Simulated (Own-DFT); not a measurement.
# One host, several defects: zincblende GaAs

Calculated, not measured: single-point runs of Own-DFT, a retired in-house plane-wave DFT program that no person has reviewed, on unrelaxed cells, without spin or spin-orbit coupling.

Settings: PBE; PseudoDojo norm-conserving scalar-relativistic files; cutoff 42 hartree; 3 x 3 x 3 k mesh centred on Gamma; Fermi-Dirac smearing of 0.1 eV.

Keep in mind (not all hold for every row): not probed for a lower state with spin; forces not confirmed at this smearing and k mesh; stress not checked against mesh or cutoff.

All runs share one cell, with vectors in Å (10.862, 0.000, 0.000); (0.000, 10.862, 0.000); (0.000, 0.000, 11.796) and a volume of 1391.7 Å³, strained against the parent crystal. u is the rms random offset of the atoms per axis. The defect's site can differ from row to row.

```
                             cell     formula   u (Å)  P (GPa)
                        no defect    As32Ga32  0.0301     6.67
                        no defect    As32Ga32  0.0304     6.67
                        no defect    As32Ga32  0.0468     7.00
              one P on an As site   As31Ga32P  0.0279     6.35
              one P on an As site   As31Ga32P  0.0299     6.36
              one P on an As site   As31Ga32P  0.0503        ?
              one P on an As site   As31Ga32P  0.0545     6.86
              one Al on a Ga site  AlAs32Ga31  0.0290     6.60
              one Al on a Ga site  AlAs32Ga31  0.0337     6.72
              one Al on a Ga site  AlAs32Ga31  0.0610     7.37
one As vacancy and one Ga vacancy    As31Ga31  0.0297     5.92
one As vacancy and one Ga vacancy    As31Ga31  0.0301     5.95
one As vacancy and one Ga vacancy    As31Ga31  0.0566     6.53
              one In on a Ga site  As32Ga31In  0.0302     7.48
              one In on a Ga site  As32Ga31In  0.0302     7.40
              one In on a Ga site  As32Ga31In  0.0314     7.46
```

## Worked fit

P = P0 + c u² + a shift for each defect gives P0 = 6.44 GPa, c = 255 ± 8 GPa/Å² and a scatter of 0.03 GPa. The shifts, and each times the cell's volume:

- one In on a Ga site: 0.77 ± 0.02 GPa, 6.7 eV
- one Al on a Ga site: -0.03 ± 0.02 GPa, -0.2 eV (not resolved)
- one P on an As site: -0.31 ± 0.02 GPa, -2.7 eV
- one As vacancy and one Ga vacancy: -0.73 ± 0.02 GPa, -6.3 eV

Against the defect-free cell, a freed cell would be larger where the shift is positive and smaller where it is negative (160.2 GPa Å³ is 1 eV). The atoms around the defects weren't relaxed, which would change these numbers.

## Prediction

Q: what pressure belongs in the blank (one P on an As site, u = 0.0503 Å)?

The fitted form gives 6.77 ± 0.03 GPa. The run itself gave 6.82 GPa.
